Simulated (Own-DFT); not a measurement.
# An alloy series: diamond-structure SiGe

These are calculations, not measurements. The program, named Own-DFT, is a retired in-house plane-wave density functional code that no person has reviewed. Each row is one single-point run on a periodic cell that was not relaxed, without spin or spin-orbit coupling.

Settings of every run: PBE; PseudoDojo norm-conserving scalar-relativistic files; cutoff 42 hartree; 5 x 5 x 5 k mesh centred on Gamma; Fermi-Dirac smearing of 0.1 eV.

Known limits, some of them of some rows only: forces on such cells failed a check on a denser k mesh; forces on such cells moved up to 12 meV/angstrom on a denser k mesh; forces on such cells passed a denser k mesh, each cell not checked; stress not checked against mesh or cutoff.

Each cell has 16 atoms, with Ge and Si placed at random on their shared sites; x is the share of Ge. Lattice constants follow the straight line between measured values of the end members, and atoms start on the ideal sites of that lattice. Every atom was also moved at random, by a Gaussian of width 0.03 Å on each axis. u is the rms move along one axis. dE is the free energy for each Ge or Si site above the straight-line part, a + b x, of the fit below.

| x | cell | u (Å) | volume (Å³/atom) | P (GPa) | dE (meV/site) |
|---|---|---|---|---|---|
| 0.125 | Ge2Si14 | 0.0270 | 20.340 | 2.24 | 5.7 |
| 0.125 | Ge2Si14 | 0.0303 | 20.340 | 2.21 | 5.6 |
| 0.125 | Ge2Si14 | 0.0316 | 20.340 | 2.33 | 12.6 |
| 0.125 | Ge2Si14 | 0.0289 | 20.340 | 2.27 | 9.9 |
| 0.250 | Ge4Si12 | 0.0278 | 20.659 | ? | ? |
| 0.500 | Ge8Si8 | 0.0301 | 21.306 | 2.84 | 21.7 |
| 0.500 | Ge8Si8 | 0.0247 | 21.306 | 2.71 | 14.6 |
| 0.500 | Ge8Si8 | 0.0293 | 21.306 | 2.81 | 25.4 |
| 0.500 | Ge8Si8 | 0.0326 | 21.306 | 2.68 | 14.4 |
| 0.750 | Ge12Si4 | 0.0310 | 21.966 | 3.43 | 23.4 |
| 0.750 | Ge12Si4 | 0.0253 | 21.966 | 3.23 | 11.8 |
| 0.750 | Ge12Si4 | 0.0282 | 21.966 | 3.29 | 12.1 |
| 0.750 | Ge12Si4 | 0.0323 | 21.966 | 3.25 | 12.7 |
| 0.875 | Ge14Si2 | 0.0283 | 22.302 | 3.60 | 1.9 |
| 0.875 | Ge14Si2 | 0.0305 | 22.302 | 3.70 | 13.4 |
| 0.875 | Ge14Si2 | 0.0343 | 22.302 | 3.63 | 7.2 |
| 0.875 | Ge14Si2 | 0.0312 | 22.302 | 3.74 | 13.4 |

## Worked fit

Fit E = a + b x + W x (1 - x) + k (u² - 0.03²) to the rows shown. It gives W = 79 ± 21 meV/site and k = 9 ± 9 eV/Å², with a scatter of 4.9 meV/site. Part of W is bond strain that relaxing the atoms would remove. The pressures follow P = 2.19 + 0.37 x + 1.49 x² GPa, with a scatter of 0.07.

## Withheld member

Question: what pressure and dE should the cell at x = 0.250 give?

The fits give 2.4 GPa and 14 meV/site. The calculation gave 2.40 GPa and 14.6 meV/site.
